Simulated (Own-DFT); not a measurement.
# Strain and stress in wurtzite GaN, 96 atoms (Ga48N48)

No measurement is shown. These are fixed-geometry runs of a retired plane-wave code named Own-DFT, which no person has reviewed; spin and spin-orbit coupling are neglected.

All runs used: PBE; PseudoDojo norm-conserving scalar-relativistic files; cutoff 42 hartree; 3 x 4 x 3 k mesh centred on Gamma; Fermi-Dirac smearing of 0.1 eV.

Caveats: forces on such cells passed a denser k mesh, each cell not checked; stress not checked against mesh or cutoff.

Unstrained cell vectors in Å: (12.756, 0.000, 0.000); (-4.783, 8.285, 0.000); (0.000, 0.000, 10.370). The unstrained cell has measured lattice constants (interpolated for alloys), not those of this functional. That, the random moves and any unrelaxed bonds set the pressure at no strain. In each run the cell takes a homogeneous strain; fractional positions stay. All atoms carry random offsets, Gaussian with a width of 0.05 Å per axis. Strain is the symmetric tensor, in per cent. Stress is positive in tension, and the pressure is minus a third of its trace.

```
run  e_xx (%)  e_yy (%)  e_zz (%)  e_yz (%)  e_xz (%)  e_xy (%)  s_xx (GPa)  s_yy (GPa)  s_zz (GPa)  s_yz (GPa)  s_xz (GPa)  s_xy (GPa)  P (GPa)  E (meV/atom)
  1     -1.95      1.72     -0.67     -1.34      1.87     -1.29      -12.34       -3.06      -12.93       -3.26        3.30       -3.16     9.45          20.7
  2     -0.43     -1.08     -0.66      1.57     -1.54      0.83      -10.37      -14.22      -10.90        3.03       -3.22        2.12    11.83          17.2
  3      0.32     -0.97     -1.74      0.96      1.43     -1.23       -7.43      -13.29      -17.88        1.44        2.98       -3.60    12.87          33.0
  4     -1.07     -0.87     -0.26      0.83     -1.85     -1.24      -13.37      -13.75      -10.31        2.03       -3.88       -3.08    12.48          37.1
  5     -0.86      0.14     -0.32      1.10      0.80     -1.43      -11.39       -8.67       -9.81        2.88        2.23       -5.33     9.96          21.7
  6      1.74      1.52      0.84     -1.89      0.72     -0.99        2.18        0.46       -2.58       -3.62        0.73       -2.68    -0.02           0.0
  7      1.01      0.36     -0.56      1.98      1.07     -0.37       -3.66       -3.86       -9.78        3.92        1.87       -0.88     5.77           0.2
  8     -0.17     -1.36     -1.01     -1.03     -1.54      0.25      -12.24      -14.85      -14.08       -2.57       -3.75        2.03    13.72          52.0
  9     -1.70     -0.05     -0.85      0.43      1.17      0.60      -15.62      -10.71      -14.28        1.52        2.71        2.59    13.53          37.7
 10     -0.87      0.02     -1.38     -0.47      1.82      0.47      -14.46      -11.05      -14.38       -2.04        5.82        1.12    13.30          50.6
 11     -0.80      1.93      0.15      1.18     -0.52     -1.74       -8.02       -0.76       -7.94        2.33       -1.61       -5.17     5.57          14.5
 12     -0.07     -0.42      0.96     -0.48     -1.40      1.02       -8.20       -9.19       -2.76       -0.16       -2.34        2.61     6.71          12.6
 13      0.17     -0.89      0.27      1.21     -1.83     -2.00       -8.84      -10.59       -8.17        1.90       -4.42       -5.57     9.20          36.3
 14      0.89     -0.89     -0.31     -0.89      0.31      1.75       -6.62       -9.65       -8.91       -2.22        1.03        6.49     8.39          16.0
 15      0.00     -1.74      0.09     -1.87      1.03     -1.28      -10.54      -16.39       -8.54       -4.01        1.74       -4.87    11.82          44.6
 16      0.82     -1.64     -0.21      1.22      1.29     -0.01           ?           ?           ?           ?           ?           ?        ?             ?
```

E is the free energy for each atom above the lowest run shown.

## Working it out

Least squares on the runs shown: each stress against a constant and the strains, taken as fractions with shears doubled. Shear strains stay in the fit of a normal stress only where such slopes are resolved. The slopes, in GPa:

| stress | at no strain | per e_xx | per e_yy | per e_zz | scatter |
|---|---|---|---|---|---|
| s_xx | -7.9 | 401 ± 31 | 162 ± 27 | 58 ± 43 | 1.08 |
| s_yy | -8.0 | 142 ± 26 | 439 ± 22 | 62 ± 35 | 0.89 |
| s_zz | -8.2 | 69 ± 24 | 22 ± 21 | 501 ± 33 | 0.84 |

The slope of each shear stress on twice its own strain, from a fit on all six strains: yz 111 ± 6, xz 116 ± 10, xy 155 ± 9 GPa. These are stiffnesses along x, y and z of the frame in which the cell vectors are given, with the crystal's c axis along z: C11, C12, C13 and C33. Hexagonal symmetry asks that xx and yy behave alike, which is a second check on the noise. The atoms are held to the strained lattice; where symmetry lets them move under strain, relaxing them would lower some slopes. The table should be nearly symmetric about its diagonal, and what it lacks of that shows the noise. A ninth of the table's sum, 206 ± 6 GPa, estimates the bulk modulus near the mean pressure of these runs, 9.6 GPa, so it lies above the value at zero pressure.

## Withheld run

Asked: what normal stresses and pressure should run 16 give?

Estimate: s_xx = -7.4, s_yy = -14.1, s_zz = -9.0 and P = 10.2 GPa. The hidden result is -6.57, -14.03, -9.44 and P = 10.01 GPa.
